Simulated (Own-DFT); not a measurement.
Hf$_{16}$O$_{31}$ (monoclinic hafnia with two neutral oxygen vacancies, strained, atoms displaced) (calculated)

All values are calculated (Own-DFT development build). A calculation, not a measurement: plane-wave PBE and HSE06 DFT by an unreviewed code, no spin, of a simulated cell at Gamma alone, so results move with cell size and shape, stress positive in tension, energies less offsets, not probed for a lower state with spin; hafnium file: forces about 75 meV/angstrom off all-electron values; oxygen file: force components 24 meV/angstrom off all-electron in a glass; k mesh not checked against a denser one; forces and stress are PBE's, HSE06 gives the energy alone, and its difference from PBE has offsets of its own; offsets are fitted by least squares, one for each functional and potential file, so energies compare only between cells with the same atoms and settings and are not formation energies; the far tail of each file's local potential was reset to the Coulomb form; each entry is a single point on an unrelaxed cell, so the pressure reflects the starting lattice, mostly measured values, from which strain is counted, and rises with the displacements; printed positions are rounded, which can move forces by about a meV/angstrom; the program is a retired in-house code; no spin-orbit coupling.

Hf$_{16}$O$_{31}$ (monoclinic hafnia with two neutral oxygen vacancies, strained, atoms displaced)

```
CELL_PARAMETERS angstrom
10.23700 -0.13780 0.02910
-0.13940 10.39430 0.10250
-1.66630 0.12630 10.34290
ATOMIC_POSITIONS crystal
Hf 0.13398 0.01762 0.09464
Hf 0.37098 0.27450 0.14762
Hf 0.36297 0.47679 0.39186
Hf 0.13033 0.23640 0.36313
O 0.04009 0.16900 0.17378
O 0.46276 0.41357 0.08597
O 0.46352 0.32928 0.33099
O 0.21835 0.38841 0.23485
O 0.27205 0.12648 0.00906
O 0.27165 0.12058 0.25249
O 0.22243 0.36739 0.48556
Hf 0.13366 0.02076 0.60551
Hf 0.35681 0.26680 0.64233
Hf 0.36525 0.48232 0.90342
Hf 0.13991 0.22635 0.86088
O 0.03057 0.16114 0.67457
O 0.46824 0.41282 0.57809
O 0.46967 0.33688 0.82311
O 0.03180 0.08972 0.91910
O 0.22234 0.37617 0.74181
O 0.28077 0.12417 0.76532
O 0.22732 0.37015 0.99577
Hf 0.14084 0.51870 0.10620
Hf 0.36215 0.76175 0.14749
Hf 0.36534 0.98605 0.40251
Hf 0.13933 0.73552 0.34831
O 0.02755 0.66111 0.17684
O 0.46299 0.91544 0.07271
O 0.46774 0.83411 0.32592
O 0.03632 0.57988 0.42874
O 0.22624 0.88560 0.23816
O 0.27203 0.63342 0.01069
O 0.27350 0.62041 0.26257
O 0.23138 0.87796 0.49540
Hf 0.12965 0.51921 0.59744
Hf 0.36356 0.77195 0.64310
Hf 0.35168 0.98220 0.89834
Hf 0.14153 0.72440 0.86137
O 0.03288 0.65907 0.67275
O 0.45653 0.91073 0.57693
O 0.46548 0.82887 0.82930
O 0.04374 0.57724 0.91982
O 0.22521 0.88225 0.74279
O 0.27877 0.63620 0.50516
O 0.28102 0.62075 0.76256
O 0.22037 0.86026 0.98387
Hf 0.64534 0.01695 0.10711
Hf 0.86104 0.27501 0.15798
Hf 0.87022 0.47813 0.39605
Hf 0.64187 0.23299 0.34986
O 0.53202 0.18065 0.16797
O 0.96592 0.41313 0.07004
O 0.95714 0.33952 0.33300
O 0.53150 0.07822 0.41887
O 0.71862 0.37670 0.23253
O 0.78111 0.12994 0.00640
O 0.77718 0.11841 0.25504
O 0.72740 0.36581 0.49094
Hf 0.62377 0.02285 0.60176
Hf 0.86617 0.27038 0.64607
Hf 0.86796 0.48853 0.89328
Hf 0.63301 0.21789 0.86487
O 0.54138 0.16688 0.67520
O 0.95331 0.41824 0.57328
O 0.95273 0.33586 0.81942
O 0.53766 0.07993 0.92819
O 0.71771 0.38958 0.73413
O 0.76730 0.12902 0.51139
O 0.76873 0.12133 0.75088
O 0.72883 0.37883 0.98762
Hf 0.63602 0.52466 0.10118
Hf 0.86173 0.77098 0.14824
Hf 0.86364 0.97688 0.38854
Hf 0.63182 0.72305 0.34925
O 0.53624 0.66329 0.17585
O 0.97252 0.91342 0.07861
O 0.96058 0.82498 0.32744
O 0.53942 0.58472 0.42269
O 0.73159 0.88032 0.24177
O 0.77959 0.62927 0.00814
O 0.78343 0.62593 0.26512
O 0.72659 0.87431 0.48483
Hf 0.64755 0.51956 0.60324
Hf 0.86496 0.77392 0.64961
Hf 0.86496 0.98857 0.89522
Hf 0.63386 0.72795 0.85535
O 0.53404 0.65889 0.67754
O 0.96387 0.91779 0.57394
O 0.96688 0.83189 0.83240
O 0.53720 0.57808 0.92591
O 0.72865 0.88224 0.73499
O 0.77772 0.63047 0.51325
O 0.77698 0.61941 0.75436
O 0.73452 0.87164 0.99345
```

* first functional: PBE
* second functional: HSE06
* exact exchange share: 0.25
* screening: 0.11 1/bohr
* exchange divergence: Gygi-Baldereschi
* potential files: PseudoDojo norm-conserving, scalar-relativistic, made for PBE, standard set
* wave cutoff: 48 hartree
* occupations: fixed
* k mesh: 1 x 1 x 1 centred on Gamma
* PBE energy of cell above offsets: -85.915 eV
* HSE06 less PBE above offsets: 0.546 eV
* PBE pressure: 6.94 GPa
* PBE stress xx: -6.66 GPa
* PBE stress yy: -5.68 GPa
* PBE stress zz: -8.47 GPa
* PBE stress yz: 3.28 GPa
* PBE stress xz: 0.02 GPa
* PBE stress xy: -5.71 GPa

Force:
| element | x (eV/Å) | y (eV/Å) | z (eV/Å) |
| --- | --- | --- | --- |
| Hf | 0.892 | 1.125 | 3.421 |
| Hf | -4.12 | -2.652 | 1.124 |
| Hf | 0.588 | 0.249 | 1.433 |
| Hf | 0.787 | -2.559 | -2.32 |
| O | -1.303 | 0.306 | 0.425 |
| O | 2.169 | 3.343 | -1.238 |
| O | -0.044 | 0.367 | 0.257 |
| O | 0.849 | -1.262 | 1.626 |
| O | 0.75 | 0.065 | -0.615 |
| O | 0.061 | 0.495 | 1.914 |
| O | 0.186 | 0.362 | 0.661 |
| Hf | 0.145 | 0.124 | 0.164 |
| Hf | 1.347 | 1.508 | 1.234 |
| Hf | -0.672 | -1.524 | -2.934 |
| Hf | 0.549 | 2.856 | -1.813 |
| O | 0.961 | -0.021 | -0.042 |
| O | -1.033 | -0.113 | -1.023 |
| O | -0.952 | -0.034 | 1.087 |
| O | -0.242 | -0.804 | 0.494 |
| O | 0.055 | -0.075 | -0.552 |
| O | -0.539 | 0.121 | -0.625 |
| O | -0.244 | -0.099 | -0.637 |
| Hf | -1.592 | 0.165 | -0.304 |
| Hf | 0.222 | 2.636 | 0.513 |
| Hf | -2.363 | -0.837 | -3.232 |
| Hf | 0.042 | 0.092 | 0.865 |
| O | 1.182 | -0.294 | -0.262 |
| O | 0.207 | -0.274 | 0.933 |
| O | -0.538 | -0.012 | -0.008 |
| O | 0.828 | 1.105 | -1.541 |
| O | 0.039 | -1.531 | -0.039 |
| O | 1.179 | -1.246 | 0.554 |
| O | 0.25 | 0.629 | -0.553 |
| O | -1.567 | -0.382 | -0.739 |
| Hf | 1.31 | 0.829 | 2.908 |
| Hf | -1.362 | -2.569 | 1.882 |
| Hf | 1.655 | -1.552 | -0.531 |
| Hf | -0.136 | 0.575 | -3.314 |
| O | 0.337 | 0.371 | 0.104 |
| O | 2.441 | 2.087 | -0.153 |
| O | -0.122 | 0.715 | 0.401 |
| O | -0.239 | -0.209 | 0.423 |
| O | 0.179 | -0.182 | -0.221 |
| O | -0.573 | -0.728 | -0.162 |
| O | -0.639 | -0.226 | 0.404 |
| O | 0.181 | 1.851 | 1.706 |
| Hf | -1.2 | -0.157 | -0.635 |
| Hf | 1.363 | -0.195 | -3.771 |
| Hf | -3.707 | 2.602 | 0.202 |
| Hf | -0.783 | -0.351 | 1.618 |
| O | 2.494 | -2.38 | -0.215 |
| O | 0.436 | 0.012 | 1.313 |
| O | 1.874 | -2.345 | -0.596 |
| O | 1.149 | 1.358 | -0.184 |
| O | 0.076 | 0.406 | 0.795 |
| O | -0.195 | -0.062 | 0.987 |
| O | -0.486 | 0.459 | 0.487 |
| O | -0.425 | 0.394 | -1.29 |
| Hf | 3.11 | -0.4 | 0.812 |
| Hf | -2.637 | -1.007 | 0.287 |
| Hf | -1.849 | -1.992 | -0.95 |
| Hf | 1.93 | 4.056 | -2.877 |
| O | -2.071 | 0.275 | -0.246 |
| O | 2.181 | 0.661 | 0.57 |
| O | 1.699 | -0.48 | 1.16 |
| O | -1.354 | -1.314 | 0.277 |
| O | 0.937 | -1.636 | 0.892 |
| O | 0.586 | -0.158 | -1.315 |
| O | 0.237 | -0.194 | 1.871 |
| O | -0.852 | -0.961 | 0.601 |
| Hf | 1.899 | -1.247 | 0.53 |
| Hf | 0.2 | -0.756 | -0.716 |
| Hf | -0.608 | -0.36 | 1.986 |
| Hf | 1.95 | 2.12 | 2.107 |
| O | -0.496 | -0.107 | -1.22 |
| O | -0.812 | 0.015 | -0.293 |
| O | 0.823 | 0.913 | 0.846 |
| O | -1.635 | -1.389 | -0.375 |
| O | -0.613 | 0.08 | -1.05 |
| O | -0.46 | 0.462 | 0.289 |
| O | -0.969 | -0.78 | -0.724 |
| O | -0.205 | -0.414 | -0.205 |
| Hf | -1.237 | 0.145 | 0.762 |
| Hf | -0.776 | -0.593 | -0.487 |
| Hf | -1.381 | -1.918 | -1.632 |
| Hf | 0.915 | 0.723 | -1.739 |
| O | 0.081 | 0.572 | -0.175 |
| O | 0.917 | 0.76 | -0.612 |
| O | 0.058 | 0.263 | 0.072 |
| O | -0.07 | 0.521 | 0.278 |
| O | -0.532 | -0.25 | 0.631 |
| O | 0.509 | 0.231 | -0.716 |
| O | -0.095 | 1.248 | 1.058 |
| O | -1.087 | 0.371 | -0.08 |
